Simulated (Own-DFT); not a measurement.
# Misfit strain and the stress it brings: wurtzite GaN, 72 atoms (Ga36N36)

Everything here is calculated. The program is Own-DFT (plane waves, in-house, since retired, never reviewed by a person); positions were held fixed, and spin and spin-orbit coupling were off.

Settings: PBE; PseudoDojo norm-conserving scalar-relativistic files (stringent for Ga); cutoff 96 hartree; 4 x 4 x 3 k mesh centred on Gamma; Gaussian smearing of 0.01 eV.

Keep in mind: forces not confirmed at this smearing and k mesh; stress not checked against mesh or cutoff.

Unstrained cell vectors in Å: (9.567, 0.000, 0.000); (-4.783, 8.285, 0.000); (0.000, 0.000, 10.370). The unstrained cell has measured lattice constants (interpolated for alloys), not those of this functional. That, the random moves and any unrelaxed bonds set the pressure at no strain. Each run strains x and y alike by e, as a substrate would, and holds the height along z. Random moves of width 0.05 Å per axis were added to every atom. Stress is positive in tension.

| e (%) | u (Å) | (s_xx + s_yy)/2 (GPa) | s_zz (GPa) |
|---|---|---|---|
| -2.50 | 0.049 | -22.18 | -10.80 |
| -2.25 | 0.047 | -20.16 | -10.97 |
| -1.75 | 0.051 | -16.84 | -10.23 |
| -1.00 | 0.053 | ? | ? |
| -0.50 | 0.046 | -10.53 | -6.48 |
| 0.75 | 0.046 | -3.05 | -5.60 |
| 1.25 | 0.049 | -1.13 | -4.58 |
| 1.50 | 0.048 | 0.41 | -4.11 |
| 2.00 | 0.049 | 2.69 | -5.56 |
| 3.00 | 0.051 | 6.37 | -2.42 |

## What the rows give

With e as a fraction, the in-plane stress is -7.2 + 530 e - 2424 e² GPa (errors 7 and 472, scatter 0.38), and s_zz is -7.0 + 153 e GPa (slope ± 16, scatter 0.89). At e = 0 the first slope is C11 + C12 and the second 2 C13, both with the ions held to the strained lattice and at the cell's own pressure. The term in e² is negative: the layer stiffens under compression and softens under tension. A free layer would change its height as e changes, and the in-plane slope would drop by 2 C13²/C33 to the biaxial modulus. At fixed height, a misfit of 1 % moves the in-plane stress by about 5.3 GPa and s_zz by 1.5 GPa.

## Withheld run

Asked: what are the two stresses at e = -1.00 %?

The fit gives -12.7 and -8.5 GPa. Computed: -13.20 and -9.31 GPa.
